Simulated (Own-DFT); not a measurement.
# Shaking the atoms of monoclinic HfO2, 96 atoms (Hf32O64)

These are calculations, not measurements. They come from Own-DFT, an in-house plane-wave density functional program, since retired, whose code no person has reviewed. Each row is one single-point run on a periodic cell that was not relaxed, without spin or spin-orbit coupling.

Settings of every run: PBE; PseudoDojo norm-conserving scalar-relativistic files; cutoff 72 hartree; 2 x 2 x 2 k mesh centred on Gamma; Fermi-Dirac smearing of 0.1 eV.

Known limits, some of them of some rows only: some atoms lie very close together; hafnium file: forces about 75 meV/angstrom off all-electron values; oxygen file: force components 24 meV/angstrom off all-electron in a glass; forces on such cells passed a denser k mesh, each cell not checked; stress not checked against mesh or cutoff.

Cell vectors in Å: (10.234, 0.000, 0.000); (0.000, 10.350, 0.000); (-1.696, 0.000, 10.445). In each run every atom was moved at random and independently from its ideal site; u is the rms move along one axis. E is the free energy for each atom above the fitted value at u = 0, and F the rms of the force components.

| run | u (Å) | E (meV/atom) | F (eV/Å) | largest force (eV/Å) | P (GPa) |
|---|---|---|---|---|---|
| 1 | 0.0195 | 8.9 | 0.447 | 1.67 | 3.88 |
| 2 | 0.0195 | 9.7 | 0.471 | 1.74 | 3.67 |
| 3 | 0.0213 | 10.2 | 0.457 | 1.66 | 4.00 |
| 4 | 0.0488 | 57.5 | 1.020 | 3.70 | 5.97 |
| 5 | 0.0492 | 49.8 | 0.937 | 3.32 | 5.69 |
| 6 | 0.0508 | 57.4 | 1.063 | 5.18 | 5.58 |
| 7 | 0.0775 | ? | ? | ? | ? |
| 8 | 0.0780 | 146.1 | 1.639 | 6.33 | 8.34 |
| 9 | 0.0833 | 172.6 | 1.891 | 8.47 | 10.03 |
| 10 | 0.1225 | 381.1 | 3.173 | 17.20 | 16.93 |
| 11 | 0.1603 | 651.6 | 4.386 | 24.13 | 26.01 |

## Worked fit

For small independent moves the energy grows as E = (3/2) K u², with K the mean stiffness felt by one atom. The runs with u up to 0.11 Å give K = 15.6 ± 0.5 eV/Å², with residuals divided by u² + 0.0006 Å², since the noise grows with the moves. The scatter is 3.9 meV/atom at u = 0.05 Å. The forces follow F = G u with G = 21.7 eV/Å²; no force at u = 0 is resolved. G exceeds K because the moves of its neighbours add to the force on an atom, and stiffness differs between atoms. At u = 0.160 Å the parabola gives 600 meV/atom and the run 652. The pressure follows P = 3.51 + 880 u² GPa: at fixed volume, shortened bonds push harder than stretched ones pull.

## Withheld run

Question: what energy and rms force should run 7 give?

The fit gives 140 ± 9 meV/atom and about 1.68 eV/Å. The calculation gave 149.8 meV/atom and 1.738 eV/Å.
